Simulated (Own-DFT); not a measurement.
## Calculated data, SiC (4H silicon carbide, atoms displaced), SiC (3C silicon carbide, atoms displaced), SiC (2H silicon carbide, atoms displaced), Si$_{3}$N$_{4}$ (beta silicon nitride, strained, atoms displaced)

Computed with Own-DFT development build. A calculation, not a measurement: plane-wave PBE density functional theory by an unreviewed code, no spin, of a simulated periodic cell, stress positive in tension, free energy of the whole cell less one offset for each atom, forces on such cells passed a denser k mesh, this cell's mesh not checked; offsets are fitted by least squares, one for each functional and potential file, so energies compare only between cells with the same atoms and settings and are not formation energies; the far tail of each file's local potential was reset to the Coulomb form; each entry is a single point on an unrelaxed cell, so the pressure reflects the starting lattice, mostly measured values (interpolated for alloys), from which strain is counted, and rises with the displacements; printed positions are rounded, which can move forces by about a meV/angstrom; the program, named Own-DFT, is a retired in-house code; no spin-orbit coupling.

Common to all runs: functional PBE; potential files PseudoDojo norm-conserving, scalar-relativistic, standard set; wave cutoff 42 hartree; occupations Fermi-Dirac; smearing width 0.1 eV.

(1) 
```xyz
128
Lattice="12.3308 0.0000 0.0000 -6.1654 10.6788 0.0000 0.0000 0.0000 10.0681" Properties=species:S:1:pos:R:3:force_x:R:1:force_y:R:1:force_z:R:1 formula=SiC hardware=one_NVIDIA_H200 k_mesh=3_x_3_x_3_centred_on_Gamma free_energy_of_cell_above_offsets=-19.684 pressure=3.56 stress_xx=-2.84 stress_yy=-3.19 stress_zz=-4.66 stress_yz=0.15 stress_xz=-0.31 stress_xy=-0.21 wall_time=507.6
Si    12.2629     0.0161     4.0934      2.561     -0.455     -0.581
Si    -0.0121     1.7822     1.6007      0.294     -0.665     -0.565
C     -6.1398    10.6697     0.9851     -0.428      -0.45     -1.208
C      0.0031     1.7492     3.4664     -0.087      1.326      0.458
Si    10.7851     2.6504     4.0960      0.528      0.739     -0.342
Si    -1.5305     4.4627     1.5771     -0.979     -0.936       0.21
C     10.7857     2.6473     0.9634     -0.111      0.969      -0.35
C     -1.5642     4.4468     3.4632      0.652      0.119      0.034
Si    -3.0881     5.3499     4.0571      0.577      0.366      0.999
Si    -3.0672     7.1303     1.5730     -0.424     -0.213     -0.269
C     -3.0808     5.3583     0.9566     -0.125     -0.517     -0.319
C     -3.0839     7.1469     3.4317      0.232     -0.407      0.777
Si    -4.6128     8.0102     4.0868      0.112      0.946     -0.145
Si    -4.5890     9.7654     1.5736     -0.768      0.508     -0.273
C     -4.5977     7.9942     0.9036      -0.64      0.146      1.023
C     -4.6105     9.8001     3.4118     -0.155     -0.262      1.771
Si    -3.0463    10.6758     4.1126     -1.353     -0.247     -0.321
Si     3.0726     1.8147     1.5761      0.039     -0.776     -0.094
C      3.0637     0.0285     0.9710      0.752     -0.446     -0.582
C      3.0673     1.7637     3.4602      0.226      0.629      0.331
Si     1.5398     2.7198     4.0912     -0.099      -1.91        0.5
Si     1.5776     4.4861     1.6073     -1.282     -1.174     -0.846
C      1.5398     2.6325     0.9529     -0.209      1.616     -0.204
C      1.5463     4.4274     3.4640      0.016      1.537      0.362
Si    -0.0188     5.3506     4.0789     -0.039     -0.432      0.375
Si    -0.0446     7.0930     1.5734      1.174      0.519       0.13
C     -0.0509     5.3260     0.9623      1.609      0.286     -0.327
C     -0.0146     7.1417     3.4905       0.43     -0.746     -0.589
Si    -1.5173     8.0312     4.0775     -0.936     -0.193      0.258
Si    -1.5457     9.8151     1.5826     -0.551     -0.593      0.037
C     -1.5353     7.9940     0.9775     -0.349      0.917      -0.89
C     -1.5400     9.7858     3.4817      0.206      0.321     -0.323
Si     6.1463     0.0140     4.0719      0.767     -0.372     -0.375
Si     6.1435     1.6980     1.5526     -0.043       2.31      0.845
C     -0.0230    10.6779     0.9752      0.319     -1.123     -1.203
C      6.1241     1.7868     3.5076      1.072     -0.057     -1.182
Si     4.6150     2.6228     4.0925     -0.654      1.156     -0.125
Si     4.5647     4.4493     1.6073      1.516     -0.485     -0.805
C      4.6068     2.6601     0.9024      0.284      0.172      1.114
C      4.6386     4.4704     3.4835     -0.603     -0.789     -0.265
Si     3.0973     5.3425     4.1124     -0.122      0.488     -0.089
Si     3.1179     7.1226     1.6344     -0.912      0.189     -0.559
C      3.0832     5.3600     0.9785      -0.22      0.262     -0.323
C      3.1341     7.1878     3.4909     -1.089     -1.358      0.042
Si     1.5140     8.0124     4.1149      0.964      0.487     -0.746
Si     1.5185     9.7350     1.5358      0.893      1.456      0.502
C      1.5657     8.0075     0.9429     -0.521      -1.18     -0.095
C      1.5304     9.7854     3.4234       0.36      0.385      1.106
Si     9.2886     0.0359     4.1569     -0.694     -0.639      -2.72
Si     9.2402     1.7868     1.5806      0.095     -0.337      0.101
C      9.2793     0.0269     0.9082     -0.801     -1.112      1.031
C      9.2549     1.8282     3.4909     -0.594     -1.026     -0.439
Si     7.7005     2.7073     4.0930     -0.047     -1.022     -0.024
Si     7.6967     4.4411     1.5689      0.045     -0.218      -0.19
C      7.6821     2.6299     0.9351      0.195      0.432      0.019
C      7.7522     4.4385     3.4879     -1.594      0.911     -0.842
Si     6.1367     5.3962     4.0254      1.184     -1.239      1.163
Si     6.1516     7.1278     1.5852      0.662     -0.456      -1.14
C      6.1482     5.3197     0.8934     -0.323      0.301       1.44
C      6.1590     7.1448     3.4422      0.571     -0.154      0.214
Si     4.6683     8.0024     4.1044     -0.588      1.195      0.118
Si     4.6171     9.7168     1.5626      0.494      2.127      -0.11
C      4.6054     7.9862     0.9306      0.462     -0.277      0.562
C      4.6765     9.8001     3.4462     -1.799     -0.739      0.341
Si     0.0264     0.0072     9.0809     -0.481      0.842      1.281
Si     6.1625     8.8908     6.6332     -0.104     -0.109     -1.162
C      6.1723    10.6590     5.9459      0.154      0.064      0.734
C      6.1238     8.9264     8.4752      0.403     -0.675      0.996
Si     7.6440     8.0028     9.1416       0.89      0.436     -1.094
Si     7.7241     6.2433     6.5909     -0.141       -0.4      0.305
C     -4.5981     8.0155     5.9848     -0.529     -0.087     -0.168
C      7.6908     6.2461     8.5033     -0.329     -0.286     -0.249
Si    -3.1009     5.3722     9.1273     -0.068     -0.907     -0.251
Si     9.1883     3.5391     6.6076      1.921      0.483     -0.798
C     -3.0367     5.3746     6.0140     -1.194     -0.756     -1.248
C      9.2610     3.5167     8.4507      -0.61      1.318       1.14
Si    10.7647     2.7104     9.1303      1.073     -1.059     -0.168
Si    10.8073     0.8531     6.5808      0.766      1.619      0.929
C     -1.5315     2.6584     5.9301     -0.133      0.183      1.236
C     10.8024     0.9327     8.4891     -0.461      -0.88     -0.079
Si     3.0529    10.6538     9.1324      1.185      0.545     -0.478
Si     3.0502     8.9570     6.5995      0.881     -1.703     -0.002
C      9.2997     0.0247     5.9667      -1.19     -0.551      0.673
C      3.0870     8.8902     8.4848     -0.069      0.003      0.293
Si     4.6089     7.9733     9.1649      0.034      1.191     -1.535
Si     4.6499     6.2275     6.5778      -0.55      0.066      0.211
C      4.6042     7.9980     5.9593      0.565      0.545      0.468
C      4.6000     6.2826     8.4564      0.089     -1.309      0.852
Si     6.1313     5.3290     9.1062       0.19      0.154     -0.637
Si     6.1390     3.5581     6.5524      0.355      -0.51      0.512
C      6.1738     5.2993     5.9563      0.162      1.279     -0.607
C      6.1531     3.5612     8.4333      0.451     -0.298      0.801
Si     7.7553     2.6407     9.0985     -1.267      0.357      0.099
Si     7.7237     0.8588     6.5749     -0.065       0.62       0.71
C      7.7104     2.6403     5.9674     -0.779      0.269     -0.023
C      7.6909     0.8558     8.5122       0.25      0.387     -0.851
Si     6.1410     0.0379     9.1119      0.183     -1.242       0.37
Si    -0.0349     8.9552     6.5851      1.227     -1.101      0.293
C      6.1857     0.0185     5.9279     -0.242      0.017      0.667
C      0.0189     8.8951     8.4694     -0.723      0.208      0.726
Si     1.5662     7.9812     9.1140     -0.621      0.491     -0.096
Si     1.5179     6.2118     6.5822      0.755     -0.016      0.665
C      1.5746     7.9711     5.9618     -1.144       1.24      0.574
C      1.5327     6.1978     8.5181     -0.234      0.668     -0.535
Si     3.0440     5.3701     9.1491      1.196     -0.122      -0.37
Si     3.0659     3.5239     6.6276      0.487      1.239      0.141
C      3.0943     5.3376     5.9852     -0.307     -0.487      0.058
C      3.1024     3.6054     8.5350      0.085     -0.274     -0.536
Si     4.6280     2.6713     9.1170      0.169      0.343     -0.246
Si     4.6625     0.9356     6.6057     -0.896      -1.19      0.184
C      4.5851     2.6607     5.9665        0.5        0.3     -0.002
C      4.6185     0.8990     8.5088     -0.133      0.093     -0.332
Si     3.0655     0.0025     9.1428      0.413      0.143     -0.159
Si    -3.0698     8.8935     6.6351     -0.092      0.197     -0.804
C     -3.0979    10.6611     6.0027      1.068      0.449     -0.384
C     -3.0657     8.9106     8.4756     -1.294     -0.042      1.033
Si    -1.6068     8.0128     9.1163      1.749     -0.429      0.191
Si    -1.5387     6.2803     6.5609      0.411     -1.032      1.252
C     -1.5174     8.0243     5.9699     -0.504      0.391     -0.364
C     -1.5680     6.2038     8.4836        0.5      0.827      0.065
Si     0.0028     5.3462     9.1283     -0.739     -0.555     -0.188
Si     0.0308     3.5921     6.6126     -1.142     -1.484       -0.2
C     -0.0072     5.3072     6.0018      0.077      1.274     -1.066
C      0.0089     3.5384     8.4630     -0.063      0.887      1.199
Si     1.5822     2.7258     9.1082     -0.872     -1.075      0.613
Si     1.5612     0.9017     6.5928     -0.484     -0.589      0.338
C      1.5567     2.6640     6.0308     -0.385      0.369     -1.345
C      1.5844     0.9208     8.4876       -0.5     -0.137      -0.03
```

Units: free_energy_of_cell_above_offsets in eV; pressure, stress_xx, stress_yy, stress_zz, stress_yz, stress_xz, stress_xy in GPa; wall_time in s; force_x, force_y, force_z in eV/Å.

(2) 
```xyz
64
Lattice="8.7192 0.0000 0.0000 0.0000 8.7192 0.0000 0.0000 0.0000 8.7192" Properties=species:S:1:pos:R:3:force_x:R:1:force_y:R:1:force_z:R:1 formula=SiC hardware=one_NVIDIA_H100 k_mesh=4_x_4_x_4_centred_on_Gamma free_energy_of_cell_above_offsets=-8.715 pressure=4.12 stress_xx=-4.03 stress_yy=-4.11 stress_zz=-4.21 stress_yz=-0.11 stress_xz=0.34 stress_xy=-0.23 wall_time=389.2
Si     8.7131     0.0979     8.7131      0.495     -1.657      0.371
Si     0.0382     2.1339     2.1739      -0.91      2.101      0.734
Si     2.1996     8.6393     2.1699      0.513      2.092      0.277
Si     2.1898     2.2157     8.6835      0.729     -0.374       0.86
C      1.1134     1.1913     1.0976      0.366     -2.465     -0.501
C      1.1285     3.3181     3.2551     -1.381     -1.149      0.688
C      3.3275     1.0266     3.2826     -1.394       1.41     -0.566
C      3.3019     3.2868     1.0519      -0.71     -0.294      1.302
Si     8.7065     8.6899     4.3078      0.276      0.517      0.832
Si     8.7004     2.1776     6.5003      0.059     -0.084      0.843
Si     2.2391     8.7182     6.5284     -0.514     -0.568      0.579
Si     2.1116     2.2065     4.3939      1.962     -1.414     -1.166
C      1.1154     1.0569     5.5209     -1.049      0.601      -1.67
C      1.1071     3.2601     7.6453     -0.401     -0.209     -1.459
C      3.2889     1.1071     7.6400       -0.4     -0.496      0.159
C      3.3308     3.2383     5.3974     -1.707     -1.059      1.679
Si     0.0422     4.3062     0.0208      -0.71      1.197     -0.888
Si     0.0167     6.5001     2.1816     -0.362      1.093     -0.386
Si     2.1806     4.3931     2.1958      0.341     -0.275     -1.105
Si     2.1346     6.5726     8.6679      1.779     -1.534      0.998
C      1.0634     5.4638     1.0584      0.732      -0.21      0.261
C      1.1545     7.5824     3.2921     -1.687      0.538     -0.985
C      3.2476     5.4522     3.2765      1.294     -0.569     -0.387
C      3.2859     7.6315     1.0777     -0.453     -0.365     -0.699
Si     8.6945     4.3493     4.3967      0.694      0.374     -1.101
Si     8.7028     6.5191     6.5120      0.819      0.076      0.228
Si     2.1980     4.2821     6.4639       0.75      1.169      1.686
Si     2.2275     6.5184     4.3197     -0.361      0.081      1.446
C      1.1710     5.4126     5.4328     -1.587      0.571     -0.012
C      1.1095     7.6197     7.6511     -1.246      1.363     -1.259
C      3.3056     5.4134     7.6316     -1.337       0.27     -0.459
C      3.2901     7.6331     5.4137     -0.371     -0.672      0.783
Si     4.3881     0.0125     8.7070     -0.123     -0.332       0.53
Si     4.4327     2.2170     2.1681     -1.852     -1.401      0.279
Si     6.5283     8.6850     2.1516      -0.42      0.809      1.357
Si     6.5382     2.1787     8.7172       0.15     -0.164        0.3
C      5.4751     1.0624     1.1420     -0.216      0.791     -1.635
C      5.4600     3.2569     3.2555      0.435      0.735      0.403
C      7.5792     1.1361     3.2439        1.4     -1.442      0.124
C      7.6410     3.3008     1.0862      0.543     -1.708     -0.321
Si     4.3706     8.6980     4.3821      0.343      0.215     -0.912
Si     4.3579     2.1569     6.5854      0.778      0.812     -0.795
Si     6.5447     8.7143     6.5760     -0.805     -0.329     -1.113
Si     6.5442     2.1823     4.3619     -1.462     -0.546     -0.086
C      5.3985     1.0780     5.4615      1.559      0.118       0.34
C      5.4676     3.2771     7.6622     -0.193     -0.059     -0.381
C      7.6276     1.0675     7.6020     -0.072      1.228      0.253
C      7.5519     3.2661     5.4292      1.859     -0.056      0.436
Si     4.3604     4.3699     0.0498      0.366      0.243     -1.527
Si     4.3479     6.5446     2.1797     -0.027     -0.177     -0.002
Si     6.5873     4.3118     2.1533     -1.332      1.613      0.606
Si     6.5403     6.5481     0.0656     -0.409     -0.695       -2.2
C      5.4009     5.4979     1.0608      1.294     -1.135      1.312
C      5.4499     7.6108     3.2350      0.055      0.115      0.897
C      7.6654     5.4397     3.2327     -0.819     -0.182       1.05
C      7.5442     7.6694     1.0779      3.041     -0.497      0.118
Si     4.3340     4.2955     4.3950      1.411      1.626     -1.696
Si     4.3365     6.5267     6.5359      0.495     -0.373          0
Si     6.5928     4.3760     6.5587     -2.519     -0.882     -0.591
Si     6.5197     6.5371     4.3575     -0.156     -0.706     -0.593
C      5.4285     5.4124     5.4461      0.437      0.332      0.058
C      5.4474     7.6010     7.6183      0.223      0.384       0.33
C      7.6335     5.3818     7.5747      1.138      1.717      2.091
C      7.5965     7.6302     5.4217      0.649     -0.111      0.289
```

Units: free_energy_of_cell_above_offsets in eV; pressure, stress_xx, stress_yy, stress_zz, stress_yz, stress_xz, stress_xy in GPa; wall_time in s; force_x, force_y, force_z in eV/Å.

(3) 
```xyz
32
Lattice="6.1654 0.0000 0.0000 -3.0827 5.3394 0.0000 0.0000 0.0000 10.0681" Properties=species:S:1:pos:R:3:force_x:R:1:force_y:R:1:force_z:R:1 formula=SiC hardware=one_NVIDIA_H100 k_mesh=5_x_5_x_3_centred_on_Gamma free_energy_of_cell_above_offsets=-4.111 pressure=4.17 stress_xx=-2.39 stress_yy=-2.52 stress_zz=-7.59 stress_yz=0.09 stress_xz=0.28 stress_xy=-2.11 wall_time=122.6
Si     6.1297     0.0090     0.0262      1.043     -0.131     -0.803
Si    -0.0227     1.7475     2.5101      0.099      1.329      0.364
C     -3.0749     5.3296     1.9041     -0.332     -0.033     -0.082
C      0.0206     1.8000     4.4497     -0.635      0.427     -1.164
Si    -0.0105     0.0654     5.0590      -0.29     -0.986      0.109
Si     0.0526     1.8199     7.5920     -1.783     -1.474     -1.753
C      6.1257     0.0259     6.9131      0.664     -0.624      1.113
C      0.0210     1.7882     9.4397      0.472     -0.014      0.264
Si    -1.4831     2.6668    10.0289      -0.93      0.869      0.857
Si    -1.5439     4.4737     2.5713      0.205     -0.965     -2.036
C      4.5934     2.6657     1.8529      0.566      0.176      0.686
C     -1.5547     4.4518     4.3848     -0.483      0.783       0.73
Si     4.5733     2.7190     4.9783      1.654     -0.957      1.602
Si    -1.4666     4.4009     7.5871     -2.672       0.96      -1.48
C      4.5614     2.6651     6.9183       1.87      0.394     -0.123
C     -1.5345     4.4813     9.4104     -0.454     -0.562      1.357
Si     3.0580     0.0122    10.0241      0.501      0.403      0.768
Si     3.0757     1.7413     2.4976     -0.313      1.711      0.184
C      3.0889     0.0137     1.8952     -0.273     -0.705     -0.424
C      3.1235     1.8152     4.4296     -1.449     -1.543     -1.038
Si    -0.0112     5.2763     4.9861      0.345       1.68      1.495
Si     3.1115     1.7858     7.5871     -0.906     -0.242     -0.935
C      3.0182     0.0263     6.9609      1.689       -0.9     -1.095
C      3.1432     1.8012     9.4400     -1.192      0.192      0.272
Si     1.5309     2.7274    10.0367      0.887     -0.609        0.9
Si     1.5402     4.4822     2.5542     -0.156     -1.146     -1.135
C      1.5024     2.6848     1.8895      0.482     -0.034     -0.209
C      1.5288     4.4090     4.3839      0.552       1.22      0.945
Si     1.5617     2.6918     5.0544     -0.051     -0.894     -1.054
Si     1.5167     4.4084     7.5850      0.479       1.19     -2.903
C      1.5301     2.6257     6.8699      0.715      1.137      2.041
C      1.5420     4.5015     9.3640     -0.307     -0.656      2.546
```

Units: free_energy_of_cell_above_offsets in eV; pressure, stress_xx, stress_yy, stress_zz, stress_yz, stress_xz, stress_xy in GPa; wall_time in s; force_x, force_y, force_z in eV/Å.

(4) 
```xyz
42
Lattice="7.4677 -0.1453 0.1444 -3.8596 6.7416 -0.1427 0.1657 -0.0934 8.8670" Properties=species:S:1:pos:R:3:force_x:R:1:force_y:R:1:force_z:R:1 formula=Si3N4 k_mesh=3_x_3_x_3_centred_on_Gamma free_energy_of_cell_above_offsets=-1.599 pressure=6 stress_xx=-19.59 stress_yy=-0.49 stress_zz=2.06 stress_yz=-3.07 stress_xz=5.57 stress_xy=-9.36
Si    -1.6160     5.1993     0.6411     -0.349     -1.397     -1.248
Si     0.1644     2.6827     0.6824      2.003      1.083      2.261
Si     1.2577     5.4270     0.5921      0.384     -0.638      2.313
Si     5.3263     1.3872     2.3320     -0.016      0.206     -1.131
Si     3.6001     3.8774     2.2950     -4.764     -1.745     -3.722
Si     2.4641     1.0732     2.2770     -2.085      0.885     -2.131
N      2.4572     0.1336     0.7993     -0.681      0.932     -0.959
N      6.0975     1.9508     0.8489     -2.349     -1.975     -0.479
N      2.6279     4.3858     0.6768      0.779     -0.015       2.47
N      1.2692     6.3841     2.1121       0.75      1.163      0.098
N     -2.3986     4.6580     2.1110      2.105      1.421     -0.434
N      0.9622     2.1171     2.1690      0.994     -0.816      1.206
N     -0.1033     4.3801     0.5909      0.252      0.708      0.319
N      3.7713     2.1671     2.1513      0.286     -0.645      1.591
Si    -1.7169     5.0828     3.5961      4.402      -0.56      1.261
Si     0.2012     2.5459     3.7403      3.381      4.956      -3.83
Si     1.3448     5.4266     3.5520      0.433      1.961      1.364
Si     5.4230     1.3911     5.2782     -1.187     -0.168     -0.011
Si     3.4533     3.9364     5.1370       -1.1     -3.539      1.922
Si     2.3579     1.0363     5.0848      2.447      0.491      2.898
N      2.4091     0.0542     3.6738     -0.729      0.754      0.599
N      6.1539     1.9177     3.7878     -3.772     -2.112     -0.036
N      2.6856     4.3601     3.6261      1.155      0.053      1.577
N      1.3596     6.4015     5.1194      1.423      0.378     -0.744
N     -2.4599     4.6189     5.1243      2.534      2.046     -1.064
N      0.9916     2.1467     5.1470      2.322     -1.883      0.792
N      0.0804     4.4381     3.6129     -5.087     -3.307      0.333
N      3.8445     2.0279     5.2174     -2.927      1.993     -0.627
Si    -1.5372     5.1406     6.5834      0.473     -1.084     -0.469
Si     0.2745     2.5568     6.6660      7.358      6.006      0.896
Si     1.4292     5.5057     6.5989      -1.82     -2.308     -0.621
Si     5.4331     1.3907     8.2348     -0.328     -0.641      0.197
Si     3.6028     3.8214     8.1329     -2.059     -1.486     -0.325
Si     2.4887     1.0622     8.1223      1.289     -1.445      1.682
N      2.5145     0.1125     6.7104     -1.258      0.108     -2.224
N      6.3111     1.9217     6.7171         -9     -4.566      0.986
N      2.6943     4.3308     6.6990      1.121     -0.272     -1.404
N      1.3693     6.2953     8.0953      0.989      4.185     -0.937
N     -2.3770     4.6416     8.0153      2.983      1.604      0.762
N      1.1657     2.0855     8.1751     -1.553      0.309     -2.493
N      0.0312     4.4276     6.5651       0.55      -1.28      0.129
N      3.8510     2.0716     8.2165      0.652      0.642     -0.766
```

Units: free_energy_of_cell_above_offsets in eV; pressure, stress_xx, stress_yy, stress_zz, stress_yz, stress_xz, stress_xy in GPa; force_x, force_y, force_z in eV/Å.
